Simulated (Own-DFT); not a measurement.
GaN (wurtzite, strained, atoms displaced), SiC (4H silicon carbide, strained, atoms displaced) (calculated)

A calculation, not a measurement: plane-wave PBE density functional theory by an unreviewed code, no spin, of a simulated periodic cell, stress positive in tension, free energy of the whole cell less one offset for each atom, forces on such cells passed a denser k mesh, this cell's mesh not checked; offsets are fitted by least squares, one for each functional and potential file, so energies compare only between cells with the same atoms and settings and are not formation energies; the far tail of each file's local potential was reset to the Coulomb form; each entry is a single point on an unrelaxed cell, so the pressure reflects the starting lattice, mostly measured values (interpolated for alloys), from which strain is counted, and rises with the displacements; printed positions are rounded, which can move forces by about a meV/angstrom; the program, named Own-DFT, is a retired in-house code; no spin-orbit coupling. Program: Own-DFT development build.

Common to all runs: functional PBE.

```json
{"entry": 1, "formula": "GaN", "kind": "wurtzite, strained, atoms displaced", "structure": {"cell_angstrom": [[12.756, 0.0, 0.0], [-4.7835, 8.2853, 0.0], [0.0, 0.0, 10.2144]], "atoms_fractional": [["Ga", 0.08683, 0.24055, 0.00503], ["Ga", 0.1554, 0.09246, 0.25005], ["N", 0.08398, 0.22448, 0.18919], ["N", 0.16348, 0.10586, 0.44113], ["Ga", 0.07498, 0.21848, 0.49864], ["Ga", 0.1622, 0.10456, 0.75565], ["N", 0.08429, 0.21968, 0.68458], ["N", 0.16382, 0.10054, 0.93457], ["Ga", 0.07692, 0.55446, 0.99869], ["Ga", 0.16522, 0.44714, 0.25641], ["N", 0.07861, 0.55275, 0.18633], ["N", 0.1686, 0.44155, 0.42997], ["Ga", 0.08126, 0.54287, 0.49771], ["Ga", 0.16654, 0.44312, 0.74555], ["N", 0.07582, 0.5559, 0.67729], ["N", 0.16286, 0.44122, 0.94271], ["Ga", 0.07637, 0.88066, 0.00835], ["Ga", 0.17087, 0.77805, 0.24987], ["N", 0.08058, 0.88769, 0.19009], ["N", 0.16896, 0.78119, 0.44397], ["Ga", 0.0845, 0.8863, 0.50482], ["Ga", 0.16347, 0.78283, 0.74578], ["N", 0.08246, 0.88451, 0.68722], ["N", 0.15906, 0.77839, 0.94506], ["Ga", 0.3414, 0.22329, 0.00359], ["Ga", 0.41516, 0.11041, 0.25433], ["N", 0.33127, 0.22352, 0.19284], ["N", 0.4142, 0.09757, 0.43784], ["Ga", 0.33371, 0.20884, 0.50233], ["Ga", 0.40948, 0.09166, 0.75134], ["N", 0.33553, 0.22179, 0.68788], ["N", 0.42603, 0.11666, 0.9346], ["Ga", 0.33475, 0.56593, 0.00337], ["Ga", 0.41441, 0.43552, 0.24544], ["N", 0.33564, 0.5695, 0.19214], ["N", 0.41398, 0.44177, 0.43869], ["Ga", 0.33171, 0.55796, 0.49798], ["Ga", 0.41921, 0.44457, 0.75353], ["N", 0.33652, 0.55769, 0.69097], ["N", 0.41819, 0.44993, 0.94116], ["Ga", 0.34009, 0.89164, 0.01152], ["Ga", 0.42177, 0.78642, 0.2434], ["N", 0.33546, 0.88877, 0.18495], ["N", 0.41577, 0.77397, 0.42115], ["Ga", 0.32518, 0.88013, 0.50195], ["Ga", 0.41517, 0.7771, 0.7521], ["N", 0.33836, 0.89346, 0.69443], ["N", 0.41748, 0.78143, 0.93498], ["Ga", 0.57792, 0.21089, 0.00046], ["Ga", 0.66977, 0.11164, 0.24657], ["N", 0.58296, 0.22933, 0.18437], ["N", 0.66145, 0.11228, 0.43867], ["Ga", 0.57643, 0.21299, 0.49163], ["Ga", 0.66742, 0.11876, 0.74732], ["N", 0.58634, 0.22354, 0.68343], ["N", 0.67019, 0.11383, 0.93626], ["Ga", 0.59097, 0.56108, 0.99255], ["Ga", 0.66382, 0.44339, 0.24858], ["N", 0.57395, 0.54484, 0.18574], ["N", 0.66751, 0.44939, 0.44007], ["Ga", 0.58376, 0.55273, 0.50443], ["Ga", 0.66498, 0.43644, 0.75561], ["N", 0.58428, 0.5447, 0.68265], ["N", 0.6628, 0.45187, 0.9418], ["Ga", 0.58369, 0.89656, 0.99691], ["Ga", 0.67717, 0.77612, 0.25644], ["N", 0.57908, 0.89277, 0.19072], ["N", 0.65918, 0.77942, 0.44146], ["Ga", 0.58594, 0.88952, 0.50098], ["Ga", 0.66545, 0.78479, 0.75419], ["N", 0.58251, 0.89312, 0.69129], ["N", 0.66503, 0.77915, 0.94107], ["Ga", 0.83367, 0.22431, 0.0023], ["Ga", 0.91891, 0.11981, 0.25906], ["N", 0.83347, 0.22352, 0.19164], ["N", 0.91939, 0.11867, 0.43267], ["Ga", 0.83678, 0.22382, 0.49509], ["Ga", 0.91615, 0.11162, 0.74706], ["N", 0.83749, 0.219, 0.6914], ["N", 0.92224, 0.11046, 0.93753], ["Ga", 0.83195, 0.55071, 0.00702], ["Ga", 0.91556, 0.44352, 0.24766], ["N", 0.83553, 0.54687, 0.18627], ["N", 0.91632, 0.44873, 0.44134], ["Ga", 0.83557, 0.54831, 0.5004], ["Ga", 0.92171, 0.45166, 0.75082], ["N", 0.83064, 0.54468, 0.69606], ["N", 0.9131, 0.44044, 0.94685], ["Ga", 0.83732, 0.90167, 0.99014], ["Ga", 0.91958, 0.78452, 0.2508], ["N", 0.83602, 0.88294, 0.18266], ["N", 0.91046, 0.77324, 0.43313], ["Ga", 0.837, 0.88652, 0.49984], ["Ga", 0.92166, 0.78041, 0.74563], ["N", 0.84157, 0.89306, 0.68712], ["N", 0.91026, 0.7712, 0.93981]]}, "settings": {"potential_files": "PseudoDojo norm-conserving, scalar-relativistic, standard set with the stringent files for Ga", "wave_cutoff [hartree]": 96.0, "occupations": "Gaussian", "smearing_width [eV]": 0.01, "k_mesh": "3 x 4 x 3 centred on Gamma"}, "results": {"free_energy_of_cell_above_offsets [eV]": "-2.840", "pressure [GPa]": 10.58, "stress_xx [GPa]": -8.08, "stress_yy [GPa]": -8.0, "stress_zz [GPa]": -15.65, "stress_yz [GPa]": -0.31, "stress_xz [GPa]": 0.22, "stress_xy [GPa]": 0.77, "force_element": ["Ga", "Ga", "N", "N", "Ga", "Ga", "N", "N", "Ga", "Ga", "N", "N", "Ga", "Ga", "N", "N", "Ga", "Ga", "N", "N", "Ga", "Ga", "N", "N", "Ga", "Ga", "N", "N", "Ga", "Ga", "N", "N", "Ga", "Ga", "N", "N", "Ga", "Ga", "N", "N", "Ga", "Ga", "N", "N", "Ga", "Ga", "N", "N", "Ga", "Ga", "N", "N", "Ga", "Ga", "N", "N", "Ga", "Ga", "N", "N", "Ga", "Ga", "N", "N", "Ga", "Ga", "N", "N", "Ga", "Ga", "N", "N", "Ga", "Ga", "N", "N", "Ga", "Ga", "N", "N", "Ga", "Ga", "N", "N", "Ga", "Ga", "N", "N", "Ga", "Ga", "N", "N", "Ga", "Ga", "N", "N"], "force_x [eV/angstrom]": [1.07, 0.39, -0.013, -0.193, 2.607, 0.688, -0.357, 0.043, 0.957, 0.774, 0.689, -0.805, -0.199, -0.147, 2.117, 0.057, -0.684, -0.635, 1.124, -0.915, -0.985, 1.555, -0.395, 1.895, -1.401, 0.169, -0.103, -0.744, -1.213, 0.145, -0.185, -1.783, 0.362, -1.349, 0.032, 0.368, 1.342, 0.167, -0.709, -0.154, -1.43, -0.234, -1.032, -0.553, 2.602, 0.495, -1.074, -0.166, 1.317, -1.294, 0.38, 1.999, 0.316, 0.745, -1.009, -0.242, -2.481, 0.267, 1.487, 0.588, -0.993, -0.226, -0.666, 2.85, 0.611, -2.012, 2.563, 2.705, -2.048, 0.954, 0.141, 0.028, 0.666, 0.455, 0.427, -0.629, -1.698, 1.025, -1.148, -0.984, -1.081, 0.277, -1.606, 1.468, -2.185, -0.555, -0.257, 0.111, 0.361, -0.051, -0.915, 1.278, -1.44, -0.983, -1.069, 0.368], "force_y [eV/angstrom]": [-3.529, 3.386, -0.243, -0.043, 0.55, 1.023, 0.33, 1.133, 0.467, 0.294, 0.602, -0.285, 1.225, 0.112, 0.59, 2.815, 0.885, -0.487, -1.552, -1.66, 0.102, -1.132, 0.852, -0.274, -0.026, 0.328, -2.188, 0.241, 1.648, 4.908, -0.953, -1.645, -1.153, 1.913, -1.986, -0.56, -0.145, -0.444, -0.105, -0.26, -0.056, -0.887, 0.711, 0.577, 0.179, -0.106, -3.659, 0.227, 2.379, 0.028, -1.537, -0.196, 1.834, -0.263, -0.777, 0.286, 0.238, 0.745, 1.85, -1.023, -0.029, 0.451, 1.536, -2.266, -0.835, -0.693, 0.507, -0.365, 0.361, -1.064, -0.209, 1.162, -0.876, -1.025, -0.374, -1.48, -0.082, 0.085, 0.961, 1.962, 0.491, 0.122, 1.297, -1.202, 0.781, -1.72, 1.468, 0.206, -2.33, -1.912, 1.473, -0.021, 0.085, -1.606, -0.57, 0.427], "force_z [eV/angstrom]": [-0.227, 0.621, 0.847, -0.182, 0.072, -1.379, 0.459, 2.361, 0.06, -3.389, 0.921, 3.361, -1.162, 0.54, 2.049, -1.691, -1.816, 0.071, 0.486, -1.129, -1.468, 1.508, 0.113, -1.105, -0.833, -1.13, -0.515, 0.254, -0.472, 0.063, 0.917, 0.657, 0.026, 1.305, -0.671, 0.149, -0.4, -0.635, -0.454, 0.183, -3.692, 0.089, 2.364, 4.062, -0.058, -0.697, -1.75, 1.01, -0.077, 0.481, 1.045, -0.434, 1.23, -0.316, 0.255, 0.253, 1.726, 0.135, 0.002, -0.551, -1.65, -0.58, 2.521, -0.422, 0.781, -1.3, -1.259, -0.007, -0.22, -1.095, -0.232, -0.304, -0.393, -3.872, -0.189, 2.388, 1.129, 0.611, -0.914, -0.189, -1.748, 0.698, 1.62, -1.175, 0.836, 0.744, -1.054, -1.5, 1.132, -0.766, 0.513, 1.435, -0.078, 1.325, 0.111, -0.343]}}
{"entry": 2, "formula": "SiC", "kind": "4H silicon carbide, strained, atoms displaced", "structure": {"cell_angstrom": [[6.1542, -0.0239, -0.0794], [-3.0978, 5.4527, 0.1158], [-0.1297, 0.1436, 10.2329]], "atoms_fractional": [["Si", 0.01584, 0.01266, 0.40689], ["Si", 0.17887, 0.33172, 0.14985], ["C", 0.9793, 0.99179, 0.09531], ["C", 0.15588, 0.33589, 0.34561], ["Si", 0.01443, 0.50767, 0.4029], ["Si", 0.15056, 0.83056, 0.16171], ["C", 0.99774, 0.51101, 0.08765], ["C", 0.16073, 0.82837, 0.34822], ["Si", 0.48756, 0.00651, 0.40924], ["Si", 0.67091, 0.33191, 0.16114], ["C", 0.48688, 0.00363, 0.09008], ["C", 0.66577, 0.32801, 0.3507], ["Si", 0.49721, 0.52002, 0.41405], ["Si", 0.67005, 0.83546, 0.16219], ["C", 0.49286, 0.49899, 0.10394], ["C", 0.66034, 0.83189, 0.34508], ["Si", 0.00556, 0.00405, 0.91412], ["Si", 0.8405, 0.67567, 0.64871], ["C", 0.99102, 0.99541, 0.60106], ["C", 0.83663, 0.69055, 0.84339], ["Si", 3e-05, 0.508, 0.90775], ["Si", 0.85494, 0.15637, 0.6551], ["C", 0.98751, 0.50233, 0.57989], ["C", 0.82476, 0.15086, 0.85046], ["Si", 0.49729, 0.99706, 0.91175], ["Si", 0.34001, 0.67602, 0.65797], ["C", 0.47334, 0.99111, 0.59746], ["C", 0.33534, 0.67309, 0.84997], ["Si", 0.49947, 0.50803, 0.90653], ["Si", 0.3138, 0.15616, 0.66098], ["C", 0.48135, 0.49245, 0.59147], ["C", 0.33833, 0.15427, 0.83847]]}, "settings": {"potential_files": "PseudoDojo norm-conserving, scalar-relativistic, standard set", "wave_cutoff [hartree]": 42.0, "occupations": "Fermi-Dirac", "smearing_width [eV]": 0.1, "hardware": "one NVIDIA H100", "k_mesh": "5 x 5 x 3 centred on Gamma"}, "results": {"free_energy_of_cell_above_offsets [eV]": "-1.601", "pressure [GPa]": -1.09, "stress_xx [GPa]": -3.04, "stress_yy [GPa]": 3.67, "stress_zz [GPa]": 2.64, "stress_yz [GPa]": 5.12, "stress_xz [GPa]": -2.52, "stress_xy [GPa]": -0.78, "force_element": ["Si", "Si", "C", "C", "Si", "Si", "C", "C", "Si", "Si", "C", "C", "Si", "Si", "C", "C", "Si", "Si", "C", "C", "Si", "Si", "C", "C", "Si", "Si", "C", "C", "Si", "Si", "C", "C"], "force_x [eV/angstrom]": [-1.926, -3.581, 2.114, 2.136, -2.4, 1.273, 0.711, -0.457, 1.84, -0.754, 0.754, -0.722, 1.077, -2.786, 2.424, 0.278, -0.032, -1.025, 1.984, 0.76, -0.61, -6.168, 1.862, 0.609, 0.465, -1.33, 2.0, -0.526, 1.069, 2.085, 0.754, -1.878], "force_y [eV/angstrom]": [-1.128, -0.398, 1.434, 0.003, -1.554, 0.188, -0.907, 1.293, -0.42, -0.26, -0.252, 1.469, -2.402, -0.728, 1.047, 1.749, -0.148, -2.642, -0.375, -2.063, -0.646, 2.525, -0.455, 2.378, -0.075, -1.426, 1.357, -0.651, -0.827, 1.199, 0.814, 1.901], "force_z [eV/angstrom]": [0.265, 1.76, 0.367, -1.1, 0.36, -1.042, 1.896, -1.108, 0.558, -0.224, 2.138, -0.836, -1.7, -0.339, -2.01, 0.82, -1.377, 1.598, -3.236, -0.328, -1.121, 1.54, 3.149, -0.943, -0.885, 0.095, -0.8, -0.971, 0.263, -0.736, 1.703, 2.243], "wall_time [s]": 125.6}}
{"entry": 3, "formula": "SiC", "kind": "4H silicon carbide, strained, atoms displaced", "structure": {"cell_angstrom": [[6.1378, 0.0756, 0.063], [-3.0034, 5.3393, 0.0585], [0.1029, 0.1698, 9.941]], "atoms_fractional": [["Si", 0.9928, 0.00235, 0.4104], ["Si", 0.18247, 0.34968, 0.15477], ["C", 0.99549, 0.00484, 0.09476], ["C", 0.16568, 0.34267, 0.34087], ["Si", 0.9938, 0.50279, 0.40841], ["Si", 0.16998, 0.83846, 0.15882], ["C", 0.01242, 0.51003, 0.09229], ["C", 0.17486, 0.8461, 0.35566], ["Si", 0.50346, 0.00583, 0.41579], ["Si", 0.65158, 0.32038, 0.157], ["C", 0.49819, 0.00682, 0.09976], ["C", 0.66603, 0.33981, 0.35226], ["Si", 0.50647, 0.50035, 0.40465], ["Si", 0.66837, 0.8462, 0.1534], ["C", 0.50179, 0.52385, 0.10523], ["C", 0.66236, 0.84492, 0.34875], ["Si", 0.99842, 0.99548, 0.90776], ["Si", 0.83618, 0.67085, 0.6614], ["C", 0.99978, 0.00156, 0.60599], ["C", 0.83907, 0.65883, 0.85031], ["Si", 0.00726, 0.50144, 0.90244], ["Si", 0.83404, 0.17889, 0.65834], ["C", 0.01184, 0.50386, 0.59023], ["C", 0.84004, 0.18452, 0.84621], ["Si", 0.48249, 0.97642, 0.9083], ["Si", 0.35198, 0.66313, 0.64803], ["C", 0.5232, 0.99989, 0.5992], ["C", 0.32204, 0.66732, 0.84543], ["Si", 0.50459, 0.50378, 0.89768], ["Si", 0.33208, 0.1682, 0.65731], ["C", 0.5066, 0.50248, 0.58186], ["C", 0.32921, 0.15572, 0.84213]]}, "settings": {"potential_files": "PseudoDojo norm-conserving, scalar-relativistic, standard set", "wave_cutoff [hartree]": 42.0, "occupations": "Fermi-Dirac", "smearing_width [eV]": 0.1, "hardware": "one NVIDIA H100", "k_mesh": "5 x 5 x 3 centred on Gamma"}, "results": {"free_energy_of_cell_above_offsets [eV]": "-2.382", "pressure [GPa]": 7.32, "stress_xx [GPa]": -7.98, "stress_yy [GPa]": -2.57, "stress_zz [GPa]": -11.43, "stress_yz [GPa]": 4.43, "stress_xz [GPa]": 3.94, "stress_xy [GPa]": 4.71, "force_element": ["Si", "Si", "C", "C", "Si", "Si", "C", "C", "Si", "Si", "C", "C", "Si", "Si", "C", "C", "Si", "Si", "C", "C", "Si", "Si", "C", "C", "Si", "Si", "C", "C", "Si", "Si", "C", "C"], "force_x [eV/angstrom]": [0.167, -1.985, 1.291, 0.687, 0.964, -1.075, -1.377, -0.535, -0.493, 1.049, -0.416, 1.264, -2.504, 0.557, 2.204, 1.525, -0.649, 0.849, 0.062, -1.872, -0.867, 1.591, -0.527, -0.203, 0.883, -2.557, -2.601, 3.011, -0.483, 0.893, 1.265, -0.118], "force_y [eV/angstrom]": [0.764, -1.476, 0.701, -0.608, 0.603, -0.576, -0.428, -0.616, 0.144, 3.432, -0.788, -1.097, 1.131, 0.06, -1.624, -0.822, 0.782, -0.496, 0.478, 1.287, -1.088, -0.132, 0.583, -2.73, 3.474, 0.743, 0.228, -0.592, -1.123, -0.676, -0.855, 1.315], "force_z [eV/angstrom]": [-0.045, 0.445, 0.018, 1.361, -1.082, 0.957, 0.324, -1.196, -0.822, 0.633, -1.692, -1.648, -1.954, 2.211, -2.838, -0.866, -0.328, -1.058, -1.517, -1.16, 2.237, 0.694, 1.545, 0.205, 0.044, 1.181, -0.017, -1.926, 2.316, -0.734, 3.651, 1.059], "wall_time [s]": 124.4}}
{"entry": 4, "formula": "SiC", "kind": "4H silicon carbide, strained, atoms displaced", "structure": {"cell_angstrom": [[6.2309, -0.0323, 0.0385], [-3.1434, 5.3664, -0.0272], [0.0629, -0.0149, 10.2149]], "atoms_fractional": [["Si", 0.99445, 0.99341, 0.40485], ["Si", 0.15203, 0.33354, 0.15316], ["C", 0.99353, 0.99332, 0.0972], ["C", 0.15768, 0.33487, 0.34433], ["Si", 0.00614, 0.50483, 0.40439], ["Si", 0.17502, 0.82982, 0.15528], ["C", 0.98688, 0.49297, 0.09507], ["C", 0.16611, 0.83358, 0.34624], ["Si", 0.4993, 0.00583, 0.40818], ["Si", 0.67922, 0.32964, 0.15205], ["C", 0.50009, 0.99039, 0.08526], ["C", 0.67307, 0.33026, 0.34639], ["Si", 0.50589, 0.50633, 0.40598], ["Si", 0.65983, 0.82283, 0.15465], ["C", 0.49662, 0.48849, 0.09253], ["C", 0.67165, 0.8376, 0.33458], ["Si", 0.02056, 0.00471, 0.90561], ["Si", 0.84786, 0.68452, 0.65358], ["C", 0.99952, 0.00133, 0.60068], ["C", 0.83229, 0.66983, 0.84461], ["Si", 0.00536, 0.49327, 0.90506], ["Si", 0.84046, 0.17242, 0.65946], ["C", 0.99208, 0.4927, 0.59443], ["C", 0.83528, 0.16306, 0.8361], ["Si", 0.49942, 0.99418, 0.90894], ["Si", 0.34268, 0.66717, 0.65493], ["C", 0.50088, 0.00055, 0.58769], ["C", 0.33152, 0.66912, 0.84145], ["Si", 0.48444, 0.47983, 0.91195], ["Si", 0.33991, 0.16853, 0.66009], ["C", 0.5112, 0.50494, 0.59196], ["C", 0.3477, 0.16962, 0.83982]]}, "settings": {"potential_files": "PseudoDojo norm-conserving, scalar-relativistic, standard set", "wave_cutoff [hartree]": 42.0, "occupations": "Fermi-Dirac", "smearing_width [eV]": 0.1, "hardware": "one NVIDIA H100", "k_mesh": "5 x 5 x 3 centred on Gamma"}, "results": {"free_energy_of_cell_above_offsets [eV]": "-3.783", "pressure [GPa]": -1.39, "stress_xx [GPa]": 3.61, "stress_yy [GPa]": -1.4, "stress_zz [GPa]": 1.94, "stress_yz [GPa]": -0.22, "stress_xz [GPa]": 2.53, "stress_xy [GPa]": -2.37, "force_element": ["Si", "Si", "C", "C", "Si", "Si", "C", "C", "Si", "Si", "C", "C", "Si", "Si", "C", "C", "Si", "Si", "C", "C", "Si", "Si", "C", "C", "Si", "Si", "C", "C", "Si", "Si", "C", "C"], "force_x [eV/angstrom]": [-0.026, 1.829, 0.957, 1.59, -0.503, -1.65, 2.506, 0.417, 0.75, -3.308, 0.103, -0.917, -0.343, 0.519, -0.563, -0.855, -2.122, -0.141, 0.608, 0.629, -1.934, -0.849, 1.036, 0.403, 0.929, -1.041, 0.353, 0.938, 1.107, 0.133, -0.348, -0.206], "force_y [eV/angstrom]": [1.279, -0.975, 0.511, -0.157, -0.748, 0.49, 1.471, 0.391, -0.618, -1.271, 0.369, 0.786, -0.759, 0.046, -0.218, -0.514, -1.251, -2.728, 1.501, -0.659, 0.56, -0.627, 1.678, -0.028, 0.325, -0.185, -0.065, -0.906, 3.148, 0.238, -0.078, -1.01], "force_z [eV/angstrom]": [0.298, 1.272, -1.021, -0.294, 1.277, 0.447, -1.547, -0.782, -0.869, 1.705, 1.959, -1.194, -0.649, -0.919, 0.701, 1.893, 0.079, 1.511, -1.88, 0.292, -0.832, -1.57, -0.501, 2.766, -2.176, -0.435, 1.748, 0.682, -1.441, -1.888, 0.222, 1.144], "wall_time [s]": 122.3}}
{"entry": 5, "formula": "SiC", "kind": "4H silicon carbide, strained, atoms displaced", "structure": {"cell_angstrom": [[6.2056, 0.067, 0.0293], [-3.0447, 5.3433, 0.0544], [0.0478, 0.1301, 10.051]], "atoms_fractional": [["Si", 0.99172, 0.00842, 0.41014], ["Si", 0.16021, 0.32479, 0.15247], ["C", 0.99771, 0.98941, 0.09105], ["C", 0.14577, 0.31596, 0.34093], ["Si", 0.9946, 0.49182, 0.40227], ["Si", 0.16435, 0.83097, 0.15745], ["C", 0.99187, 0.50055, 0.09963], ["C", 0.16815, 0.83864, 0.346], ["Si", 0.49464, 0.00199, 0.41236], ["Si", 0.64524, 0.31882, 0.15319], ["C", 0.50652, 0.9991, 0.09188], ["C", 0.6861, 0.34251, 0.34345], ["Si", 0.50093, 0.50431, 0.40174], ["Si", 0.66717, 0.83782, 0.16137], ["C", 0.49788, 0.49992, 0.09334], ["C", 0.67793, 0.84167, 0.3426], ["Si", 0.99932, 0.00561, 0.91284], ["Si", 0.84512, 0.67502, 0.64909], ["C", 0.99983, 0.00237, 0.59087], ["C", 0.81893, 0.662, 0.84144], ["Si", 0.99702, 0.51229, 0.90525], ["Si", 0.82915, 0.15442, 0.65908], ["C", 0.99663, 0.50156, 0.59072], ["C", 0.83951, 0.1768, 0.83579], ["Si", 0.4924, 0.00441, 0.90126], ["Si", 0.32778, 0.65663, 0.65779], ["C", 0.50003, 0.00599, 0.60348], ["C", 0.34603, 0.67907, 0.85052], ["Si", 0.50471, 0.49659, 0.91054], ["Si", 0.33303, 0.15568, 0.64907], ["C", 0.49155, 0.49222, 0.59572], ["C", 0.30976, 0.15994, 0.84585]]}, "settings": {"potential_files": "PseudoDojo norm-conserving, scalar-relativistic, standard set", "wave_cutoff [hartree]": 42.0, "occupations": "Fermi-Dirac", "smearing_width [eV]": 0.1, "hardware": "one NVIDIA H100", "k_mesh": "5 x 5 x 3 centred on Gamma"}, "results": {"free_energy_of_cell_above_offsets [eV]": "-3.288", "pressure [GPa]": 2.02, "stress_xx [GPa]": -0.73, "stress_yy [GPa]": 0.44, "stress_zz [GPa]": -5.75, "stress_yz [GPa]": 4.04, "stress_xz [GPa]": 1.44, "stress_xy [GPa]": 4.75, "force_element": ["Si", "Si", "C", "C", "Si", "Si", "C", "C", "Si", "Si", "C", "C", "Si", "Si", "C", "C", "Si", "Si", "C", "C", "Si", "Si", "C", "C", "Si", "Si", "C", "C", "Si", "Si", "C", "C"], "force_x [eV/angstrom]": [1.694, -0.54, -0.755, 1.807, 0.771, 0.688, 0.124, -0.027, 0.547, 1.937, -1.349, -3.193, 0.055, 0.616, -0.521, -1.715, -1.465, -1.716, 0.286, 1.202, 1.145, -0.429, 1.07, -0.613, 1.07, -0.319, 1.799, -1.042, -1.725, -2.391, 0.887, 2.101], "force_y [eV/angstrom]": [-1.823, 0.332, 0.871, 2.571, 1.819, -0.197, -0.631, -0.069, 0.311, 1.417, -0.349, -1.647, -0.882, -0.642, -0.038, -0.663, -1.245, -1.556, -0.037, 1.385, -0.652, 1.88, -0.857, -0.178, 0.41, 0.495, -2.127, -1.489, -0.049, 1.794, 0.79, 1.053], "force_z [eV/angstrom]": [-1.036, 0.114, 1.462, -0.288, 0.655, 0.138, -1.332, 0.25, -0.829, 0.991, -0.15, -0.238, 0.627, -1.532, 1.1, 1.298, -2.182, 1.243, 0.465, -0.103, 0.251, -1.054, 0.067, 2.996, 0.429, 0.589, -1.93, -0.99, -1.315, 2.248, -1.196, -0.746], "wall_time [s]": 117.1}}
```
